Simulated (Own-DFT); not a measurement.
# How strain changes the stress of bcc W, 16 atoms (W16)

Calculated results; nothing here was measured. The program, named Own-DFT, is a retired in-house plane-wave density functional code that no person has reviewed. Each row is one single-point run on a periodic cell that was not relaxed, without spin or spin-orbit coupling.

Settings of every run: PBE; PseudoDojo norm-conserving scalar-relativistic files; cutoff 50 hartree; 5 x 5 x 5 k mesh centred on Gamma; cold (Marzari-Vanderbilt) smearing of 0.2 eV.

Known limits: forces on such cells failed a check on a denser k mesh; stress not checked against mesh or cutoff.

Unstrained cell vectors in Å: (6.330, 0.000, 0.000); (0.000, 6.330, 0.000); (0.000, 0.000, 6.330). The unstrained cell has measured lattice constants (interpolated for alloys), not those of this functional. That, the random moves and any unrelaxed bonds set the pressure at no strain. Each run strains this cell uniformly, with the atoms carried along. Every atom was also moved at random, by a Gaussian of width 0.05 Å on each axis. Strain is the symmetric tensor, in per cent. Stress is positive in tension, and the pressure is minus a third of its trace.

```
run,e_xx (%),e_yy (%),e_zz (%),e_yz (%),e_xz (%),e_xy (%),s_xx (GPa),s_yy (GPa),s_zz (GPa),s_yz (GPa),s_xz (GPa),s_xy (GPa),P (GPa),E (meV/atom)
1,0.16,0.10,1.19,-1.25,-0.48,0.28,-3.81,-4.01,-0.79,-3.61,-1.53,0.84,2.87,1.1
2,-1.64,0.70,1.90,-0.72,1.40,-0.24,-11.38,-3.55,0.33,-2.11,4.20,-0.62,4.86,21.6
3,-0.82,1.44,-0.55,-1.51,-0.18,0.54,-10.48,-3.20,-9.54,-4.68,-0.56,1.40,7.74,19.2
4,-1.74,-1.31,1.47,-1.76,0.30,1.57,-17.18,-16.20,-6.62,-6.02,1.70,5.25,13.33,29.6
5,0.19,-0.92,-1.92,-0.59,-1.98,0.42,-13.86,-17.12,-21.11,-1.57,-6.41,1.33,17.36,57.9
6,0.84,-1.83,-1.49,1.09,-1.15,1.85,-11.22,-20.32,-19.34,4.33,-4.49,6.67,16.96,56.7
7,1.39,-0.72,-0.48,-0.25,-1.15,1.28,-4.28,-12.38,-10.13,-0.53,-3.13,3.88,8.93,71.2
8,1.76,0.10,-1.47,1.36,-1.61,1.50,-2.33,-7.00,-11.97,4.50,-5.35,5.29,7.10,26.7
9,1.83,1.42,1.17,0.90,0.04,1.93,6.91,5.41,4.94,2.19,-0.05,5.18,-5.75,0.0
10,1.94,-0.92,0.95,-1.71,0.50,0.63,2.11,-6.71,-0.96,-5.02,1.89,2.29,1.85,9.7
11,1.98,-0.62,0.96,-0.70,1.97,1.24,2.44,-5.16,-0.17,-2.57,5.75,3.66,0.96,24.2
12,-1.80,-0.72,1.71,-0.91,1.83,-0.68,-15.46,-12.52,-4.29,-2.70,5.76,-1.71,10.75,29.1
13,1.75,0.18,-1.09,0.43,1.75,-1.73,-0.79,-5.45,-10.05,2.08,5.57,-5.47,5.43,21.4
14,1.17,1.42,-1.40,0.55,-1.24,-1.58,-1.81,-1.33,-9.80,1.06,-3.53,-4.27,4.31,19.7
15,0.99,0.94,-1.43,0.44,-0.78,0.13,?,?,?,?,?,?,?,?
```

E is the free energy for each atom above the lowest run shown.

## Worked fit

Each stress component was fitted by least squares to a constant and the strains of the runs shown, as fractions, with shears doubled. Shear strains stay in the fit of a normal stress only where such slopes are resolved. The slopes, in GPa:

```
stress,at no strain,per e_xx,per e_yy,per e_zz,scatter
s_xx,-8.3,522 ± 8,230 ± 10,221 ± 9,0.39
s_yy,-8.4,211 ± 16,560 ± 20,225 ± 17,0.75
s_zz,-8.2,209 ± 8,241 ± 9,553 ± 8,0.36
```

Each shear stress against twice its own strain: yz 159 ± 9, xz 149 ± 8, xy 147 ± 7 GPa. These are stiffnesses along x, y and z of the frame in which the cell vectors are given, which need not be the crystal's axes. The atoms are held to the strained lattice; where symmetry lets them move under strain, relaxing them would lower some slopes. The table should be nearly symmetric about its diagonal, and what it lacks of that shows the noise. A ninth of its sum, 330 ± 7 GPa, estimates the bulk modulus near the mean pressure of these runs, 6.9 GPa, so it lies above the value at zero pressure.

## Withheld run

Question: what normal stresses and pressure should run 15 give?

The fit gives s_xx = -4.1, s_yy = -4.2, s_zz = -11.8 and P = 6.7 GPa. The calculation gave -2.64, -3.10, -11.46 and P = 5.73 GPa. This run lies off the fit, by chance or by something that the fit leaves out.
